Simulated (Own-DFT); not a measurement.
Simulation results for SiC (2H silicon carbide, atoms displaced)

A calculation, not a measurement: plane-wave PBE density functional theory by an unreviewed code, no spin, of a simulated periodic cell, stress positive in tension, free energy of the whole cell less one offset for each atom, forces on such cells passed a denser k mesh, this cell's mesh not checked; offsets are fitted by least squares, one for each functional and potential file, so energies compare only between cells with the same atoms and settings and are not formation energies; the far tail of each file's local potential was reset to the Coulomb form; each entry is a single point on an unrelaxed cell, so the pressure reflects the starting lattice, mostly measured values (interpolated for alloys), from which strain is counted, and rises with the displacements; printed positions are rounded, which can move forces by about a meV/angstrom; the program, named Own-DFT, is a retired in-house code; no spin-orbit coupling. Program: Own-DFT development build.

Settings shared by all entries: functional PBE; potential files PseudoDojo norm-conserving, scalar-relativistic, standard set; wave cutoff 42 hartree; occupations Fermi-Dirac; smearing width 0.1 eV; hardware one NVIDIA H100; k mesh 4 x 4 x 3 centred on Gamma.

(1) SiC (2H silicon carbide, atoms displaced)

```
cell vectors (Å)
   9.2481     0.0000     0.0000
  -4.6241     8.0091     0.0000
   0.0000     0.0000    10.0681
atoms (fractions of the cell vectors)
Si  0.00501  0.00295  0.99735
Si  0.10936  0.21945  0.24976
C   0.00235  0.00179  0.18857
C   0.10775  0.21768  0.43960
Si  0.99741  0.99521  0.49771
Si  0.11411  0.22225  0.75420
C   0.00021  0.00484  0.68749
C   0.11205  0.22049  0.93919
Si  0.00256  0.33258  0.00159
Si  0.11243  0.55625  0.25157
C   0.00084  0.32924  0.18821
C   0.11549  0.55919  0.43868
Si  0.99923  0.33416  0.49892
Si  0.10804  0.56211  0.75462
C   0.99421  0.33690  0.68499
C   0.10965  0.56001  0.94290
Si  0.00084  0.66679  0.99897
Si  0.11483  0.89292  0.25047
C   0.99818  0.66054  0.18455
C   0.11453  0.89303  0.43908
Si  0.99635  0.66262  0.49983
Si  0.10805  0.88931  0.75460
C   0.99843  0.66467  0.68518
C   0.11965  0.88936  0.93887
Si  0.32708  0.99428  0.00122
Si  0.44506  0.22375  0.24523
C   0.33543  0.00326  0.19448
C   0.44756  0.22186  0.43820
Si  0.33187  0.99353  0.50305
Si  0.44791  0.22122  0.75136
C   0.33492  0.99979  0.68797
C   0.43930  0.21924  0.94087
Si  0.33728  0.33260  0.00159
Si  0.44030  0.55468  0.24931
C   0.32660  0.33332  0.19222
C   0.44772  0.55834  0.43938
Si  0.33140  0.32674  0.49909
Si  0.43932  0.55291  0.75511
C   0.32798  0.33159  0.68503
C   0.44417  0.55273  0.93833
Si  0.33645  0.67297  0.00063
Si  0.44461  0.90033  0.24953
C   0.33450  0.66690  0.18768
C   0.44065  0.88432  0.43667
Si  0.33508  0.67451  0.49612
Si  0.44262  0.88707  0.74744
C   0.33326  0.67336  0.69003
C   0.44349  0.89368  0.93703
Si  0.65960  0.99559  0.99950
Si  0.77972  0.22522  0.25713
C   0.66457  0.99816  0.18570
C   0.77364  0.21818  0.43469
Si  0.67144  0.00529  0.50163
Si  0.77835  0.21861  0.74984
C   0.67015  0.00511  0.68782
C   0.77689  0.22695  0.93895
Si  0.67281  0.33969  0.99975
Si  0.77553  0.55644  0.24883
C   0.66442  0.32658  0.18340
C   0.77694  0.55642  0.43501
Si  0.66332  0.33245  0.50236
Si  0.78344  0.56101  0.75143
C   0.66634  0.33102  0.68849
C   0.78072  0.55431  0.94176
Si  0.66338  0.66949  0.99478
Si  0.77253  0.88635  0.24506
C   0.66235  0.66286  0.18305
C   0.77815  0.88976  0.43720
Si  0.66556  0.66634  0.50198
Si  0.78060  0.89313  0.75324
C   0.66587  0.66423  0.68561
C   0.78456  0.89513  0.93431
```

- free energy of cell above offsets: -10.400 eV
- pressure: 3.85 GPa
- stress xx: -3.27 GPa
- stress yy: -2.43 GPa
- stress zz: -5.84 GPa
- stress yz: 0.17 GPa
- stress xz: -0.23 GPa
- stress xy: -0.26 GPa
- wall time: 377 s

Force:
```tsv
element	x (eV/Å)	y (eV/Å)	z (eV/Å)
Si	-0.005	-0.551	0.975
Si	-0.383	0.06	0.806
C	-0.299	-0.83	-0.717
C	-0.026	0.418	-0.439
Si	-0.077	0.767	0.477
Si	-1.246	0.548	-1.309
C	0.456	-0.895	0.406
C	0.173	0.852	-0.005
Si	-0.887	0.093	-0.128
Si	0.127	-0.362	-0.613
C	-0.58	0.658	0.517
C	-0.736	-0.635	-0.209
Si	0.378	-0.092	0.084
Si	1.111	-1.082	-0.684
C	1.478	0.074	1.055
C	1.307	-0.736	-0.82
Si	-0.363	0.124	0.863
Si	-0.53	-1.213	0.232
C	-0.293	1.281	0.932
C	-0.154	-1.265	-0.091
Si	0.227	0.895	-0.643
Si	0.635	0.263	-1.613
C	-0.408	1.18	0.768
C	-2.382	-0.721	-0.12
Si	1.5	1.807	0.739
Si	-0.169	0.585	1.256
C	-1.077	-0.083	-1.884
C	-0.49	-0.674	-0.362
Si	-0.15	1.255	-0.535
Si	-1.076	0.211	-0.186
C	-0.619	-0.176	0.495
C	1.191	0.225	-0.256
Si	-1.037	-0.025	0.433
Si	0.565	0.397	0.62
C	1.355	-0.051	-0.981
C	-0.761	-0.693	-0.258
Si	-0.392	1.016	-0.177
Si	0.295	0.264	-1.909
C	1.097	0.196	1.024
C	-0.746	0.521	0.212
Si	-0.214	-0.858	0.082
Si	1.768	-2.216	0.412
C	-0.663	0.957	0.07
C	0.595	2.074	-0.005
Si	0.998	-1.975	1.215
Si	0.263	1.185	0.47
C	0.233	-1.44	-0.37
C	0.417	-0.864	-0.157
Si	0.845	1.757	-0.068
Si	0.104	-0.735	-2.725
C	-0.224	0.618	0.46
C	0.093	1.271	1.615
Si	-0.319	-1.415	-0.449
Si	-0.655	1.332	0.521
C	-0.171	-1.314	0.148
C	1.066	-1.025	-0.284
Si	-0.7	-1.606	-0.042
Si	0.363	-0.602	-0.572
C	-0.102	1.255	1.134
C	0.06	-0.343	0.582
Si	0.438	0.257	-0.447
Si	-0.792	-1.383	-0.166
C	0.115	0.659	0.329
C	-1.007	1.413	-1.199
Si	1.407	-0.157	0.609
Si	0.615	-0.014	0.728
C	-0.074	0.402	0.212
C	-0.286	-0.379	-0.227
Si	0.047	0.257	-0.734
Si	-0.161	-0.578	-1.757
C	-0.283	0.597	1.52
C	-0.783	-0.737	1.14
```

(2) SiC (2H silicon carbide, atoms displaced)

```
cell vectors (Å)
   9.2481     0.0000     0.0000
  -4.6241     8.0091     0.0000
   0.0000     0.0000    10.0681
atoms (fractions of the cell vectors)
Si  0.00136  0.00034  0.99722
Si  0.11019  0.21718  0.25083
C   0.00415  0.00265  0.19217
C   0.10892  0.21973  0.43587
Si  0.00555  0.00748  0.49962
Si  0.10384  0.21791  0.75625
C   0.99577  0.99840  0.68966
C   0.10423  0.21267  0.93576
Si  0.99950  0.33446  0.00531
Si  0.10905  0.55925  0.24747
C   0.00205  0.33160  0.18801
C   0.11428  0.55166  0.43792
Si  0.00312  0.33252  0.49911
Si  0.11350  0.55345  0.74745
C   0.99712  0.32881  0.68661
C   0.11343  0.55901  0.93731
Si  0.00303  0.66908  0.00209
Si  0.11336  0.89154  0.25248
C   0.99462  0.66534  0.18716
C   0.11440  0.88904  0.43641
Si  0.99782  0.66384  0.50089
Si  0.10755  0.88156  0.75635
C   0.99776  0.66873  0.68967
C   0.10885  0.89196  0.93090
Si  0.33296  0.00276  0.99884
Si  0.43995  0.22484  0.25195
C   0.32913  0.00412  0.18655
C   0.44267  0.22115  0.43552
Si  0.33165  0.00513  0.49509
Si  0.44174  0.22189  0.75085
C   0.32854  0.00201  0.68895
C   0.44515  0.22672  0.94130
Si  0.33571  0.33829  0.99969
Si  0.45132  0.56082  0.24685
C   0.32598  0.32820  0.19125
C   0.44289  0.55524  0.42811
Si  0.33703  0.33643  0.50005
Si  0.44698  0.55817  0.75256
C   0.33857  0.33621  0.68335
C   0.44675  0.55778  0.93787
Si  0.33747  0.66830  0.99992
Si  0.43929  0.88752  0.24720
C   0.33527  0.66597  0.18749
C   0.44588  0.88940  0.43719
Si  0.33191  0.66552  0.49606
Si  0.45074  0.88841  0.74508
C   0.33019  0.66462  0.68396
C   0.44411  0.89076  0.94083
Si  0.66450  0.99659  0.00324
Si  0.77800  0.22303  0.25100
C   0.66651  0.00190  0.18603
C   0.76799  0.22327  0.43695
Si  0.66780  0.00105  0.50343
Si  0.78345  0.22323  0.75306
C   0.66645  0.00390  0.69035
C   0.77216  0.22310  0.94173
Si  0.66433  0.33250  0.99964
Si  0.77320  0.55642  0.24780
C   0.66789  0.33206  0.18870
C   0.78549  0.56403  0.44047
Si  0.66407  0.33719  0.49611
Si  0.77073  0.54789  0.75224
C   0.66680  0.33217  0.68502
C   0.78130  0.55516  0.93592
Si  0.66771  0.67050  0.00414
Si  0.77151  0.88916  0.24609
C   0.66300  0.66733  0.18343
C   0.77837  0.89316  0.43364
Si  0.67620  0.67186  0.50287
Si  0.77715  0.88690  0.75694
C   0.66600  0.66865  0.69113
C   0.78074  0.88883  0.93684
```

- free energy of cell above offsets: -10.259 eV
- pressure: 3.9 GPa
- stress xx: -2.18 GPa
- stress yy: -2.73 GPa
- stress zz: -6.8 GPa
- stress yz: 0.1 GPa
- stress xz: 0.28 GPa
- stress xy: -0.28 GPa
- wall time: 358 s

Force:
```tsv
element	x (eV/Å)	y (eV/Å)	z (eV/Å)
Si	-0.016	-0.541	1.252
Si	-0.755	0.967	0.091
C	-0.966	-1.329	-1.435
C	0.573	0.961	0.501
Si	-0.385	-1.754	0.337
Si	1.218	0.305	-2.126
C	0.512	-0.092	-0.104
C	0.083	2.411	1.284
Si	-0.132	-0.252	-1.237
Si	0.946	-0.97	0.44
C	-0.475	0.328	0.737
C	-1.402	0.474	-0.37
Si	-1.191	-0.51	-0.255
Si	-1.201	0.243	0.301
C	0.607	0.718	0.286
C	0.486	-0.576	0.231
Si	-0.368	-0.069	-1.042
Si	-0.554	-0.565	-0.487
C	0.371	0.752	0.296
C	-0.844	-0.185	0.459
Si	1.461	0.99	0.44
Si	-0.336	1.369	-2.916
C	0.415	-1.426	-0.265
C	0.9	-0.549	3.098
Si	-0.267	-0.062	-0.129
Si	1.023	-0.245	-0.827
C	0.896	-0.528	0.051
C	-0.264	0.992	0.253
Si	1.144	-1.119	1.449
Si	0.553	0.054	-0.267
C	0.921	-0.63	-0.288
C	-0.2	-0.325	-0.715
Si	-0.588	-1.157	0.474
Si	-1.61	-1.569	0.142
C	0.78	1.666	-1.127
C	1.128	0.44	2.108
Si	-0.641	-0.017	-0.846
Si	-0.462	-0.531	-1.168
C	-1.139	-0.084	1.536
C	-0.039	0.093	0.274
Si	-0.905	0.075	-0.058
Si	0.464	0.65	0.427
C	-0.71	0.228	-0.286
C	-0.577	0.135	0.02
Si	0.76	0.388	-0.025
Si	-2.326	0.198	0.852
C	0.992	0.273	0.405
C	0.325	-0.291	-0.88
Si	-0.047	0.877	-0.957
Si	0.105	-0.08	-0.114
C	-0.476	-0.238	0.494
C	1.914	0.015	0.294
Si	-0.41	0.145	-0.848
Si	-1.651	0.092	-0.152
C	1.334	-0.501	-0.058
C	1.437	-0.43	-0.404
Si	0.075	0.67	0.443
Si	0.641	-0.21	0.462
C	-1.099	0.419	0.025
C	-1.068	-1.247	-1.192
Si	0.344	-0.114	0.759
Si	0.58	1.061	-0.641
C	-0.158	-0.359	0.451
C	-0.838	0.171	1.209
Si	0.89	-0.754	-2.039
Si	1.205	0.537	0.725
C	0.939	0.369	0.949
C	0.471	-0.182	0.813
Si	-1.779	0.133	-0.503
Si	-0.146	0.487	-1.915
C	0.326	-0.222	-0.216
C	-0.794	0.026	1.519
```

(3) SiC (2H silicon carbide, atoms displaced)

```
cell vectors (Å)
   9.2481     0.0000     0.0000
  -4.6241     8.0091     0.0000
   0.0000     0.0000    10.0681
atoms (fractions of the cell vectors)
Si  0.00191  0.00316  0.99585
Si  0.10787  0.21991  0.25029
C   0.99258  0.99366  0.18683
C   0.10055  0.21341  0.43754
Si  0.00631  0.00209  0.49857
Si  0.10520  0.21652  0.74591
C   0.00164  0.00361  0.68340
C   0.10694  0.22827  0.93523
Si  0.99444  0.32879  0.00450
Si  0.11613  0.55474  0.24905
C   0.00451  0.33330  0.18625
C   0.10636  0.54498  0.43449
Si  0.99891  0.33356  0.50026
Si  0.11183  0.55673  0.75359
C   0.00379  0.33395  0.68786
C   0.11247  0.55220  0.94066
Si  0.00271  0.67191  0.99597
Si  0.10581  0.88865  0.24587
C   0.99553  0.66431  0.18855
C   0.11421  0.88860  0.43121
Si  0.00169  0.66599  0.49187
Si  0.11010  0.88984  0.75320
C   0.00247  0.66843  0.68729
C   0.10888  0.88719  0.93592
Si  0.32977  0.99971  0.00154
Si  0.44810  0.21841  0.24535
C   0.32581  0.99327  0.18535
C   0.44548  0.22613  0.44425
Si  0.32988  0.99745  0.49883
Si  0.44835  0.22323  0.74948
C   0.33200  0.00131  0.68823
C   0.44417  0.21820  0.93590
Si  0.33300  0.33517  0.00250
Si  0.44952  0.55722  0.25086
C   0.33336  0.33351  0.18656
C   0.44641  0.55895  0.43863
Si  0.33287  0.33139  0.49799
Si  0.44661  0.55929  0.74838
C   0.33118  0.32670  0.68932
C   0.44661  0.56239  0.94087
Si  0.33422  0.66762  0.00275
Si  0.44860  0.88713  0.24796
C   0.33340  0.66682  0.19043
C   0.44503  0.88769  0.43941
Si  0.33239  0.66950  0.49473
Si  0.44735  0.89116  0.74912
C   0.32955  0.66295  0.69145
C   0.45078  0.88923  0.93837
Si  0.66999  0.00020  0.99886
Si  0.77935  0.22553  0.25053
C   0.67161  0.00498  0.18669
C   0.77642  0.22079  0.43576
Si  0.66689  0.00139  0.50428
Si  0.77368  0.22109  0.74994
C   0.65954  0.99604  0.68554
C   0.77844  0.21920  0.93605
Si  0.66891  0.33176  0.99982
Si  0.78066  0.55548  0.24995
C   0.66304  0.32699  0.18249
C   0.78055  0.56013  0.44292
Si  0.66838  0.32898  0.49900
Si  0.77130  0.55795  0.74702
C   0.66662  0.33683  0.68229
C   0.77579  0.55373  0.93374
Si  0.66741  0.66321  0.99530
Si  0.76757  0.88552  0.25241
C   0.66756  0.66474  0.18459
C   0.78343  0.89592  0.44315
Si  0.66650  0.67049  0.50616
Si  0.78092  0.88876  0.74990
C   0.66967  0.66876  0.68944
C   0.77824  0.89076  0.93622
```

- free energy of cell above offsets: -10.640 eV
- pressure: 3.67 GPa
- stress xx: -2.86 GPa
- stress yy: -2.51 GPa
- stress zz: -5.64 GPa
- stress yz: 0.35 GPa
- stress xz: 0.11 GPa
- stress xy: -0.01 GPa
- wall time: 354.8 s

Force:
```tsv
element	x (eV/Å)	y (eV/Å)	z (eV/Å)
Si	-0.566	0.016	0.717
Si	0.687	-0.605	-0.235
C	-0.211	0.888	-0.249
C	1.163	1.976	-0.294
Si	-0.401	-1.129	-0.132
Si	0.7	1.592	0.79
C	0.139	-1.33	0.781
C	1.441	-1.058	0.261
Si	0.382	0.894	-1.263
Si	-1.23	-0.074	-0.293
C	-1.014	-0.012	0.815
C	0.129	1.766	0.027
Si	0.152	-0.999	0.364
Si	-0.19	-0.442	-0.361
C	-1.319	-0.153	-0.162
C	-0.825	0.556	0.208
Si	-0.014	-1.716	0.694
Si	0.338	-0.402	0.155
C	1.222	0.152	-0.675
C	-0.439	-0.052	0.691
Si	0.208	0.134	1.495
Si	0.406	-0.089	-1.503
C	-0.553	-0.11	-0.226
C	0.042	0.913	0.472
Si	1.181	-0.294	-0.943
Si	-1.621	-0.092	1.074
C	0.868	0.533	0.572
C	0.74	-1.101	-2.046
Si	0.523	0.628	0.284
Si	-0.65	-0.342	-0.314
C	0.357	-0.419	-0.004
C	-0.347	0.814	0.63
Si	-0.022	0.027	-1.322
Si	-0.331	-0.524	-0.298
C	0.199	-0.352	0.94
C	0.033	-0.371	0.08
Si	-0.861	0.42	0.667
Si	-0.505	-1.213	0.633
C	-0.27	1.182	-0.302
C	0.435	-1.168	-0.698
Si	-0.024	0.191	-0.421
Si	-1.05	0.606	0.302
C	0.85	0.042	-0.257
C	-0.159	0.708	-0.755
Si	0.105	-1.131	1.424
Si	-1.245	-1.038	0.429
C	0.341	1	-1.213
C	-1.328	0.099	0.162
Si	-0.36	-0.107	0.075
Si	0.502	-0.319	-0.384
C	-0.614	-0.475	0.124
C	0.13	0.064	0.398
Si	0.101	-0.224	-1.127
Si	0.709	0.459	-0.567
C	1.401	0.901	0.893
C	-0.569	0.373	0.34
Si	-0.502	-0.197	-1.083
Si	-1.028	-0.368	0.378
C	0.736	1.139	1.14
C	-0.463	-0.954	-1.13
Si	-0.883	1.238	-0.165
Si	2.467	-0.622	-0.013
C	0.516	-0.418	1.272
C	0.509	-0.04	0.345
Si	-0.442	0.842	0.693
Si	1.718	0.215	-0.063
C	-0.109	0.15	0.453
C	-0.584	-1.117	-0.566
Si	0.512	0.04	-1.342
Si	-0.747	0.645	-0.285
C	-1.2	0.326	-0.01
C	0.732	-0.474	-0.08
```
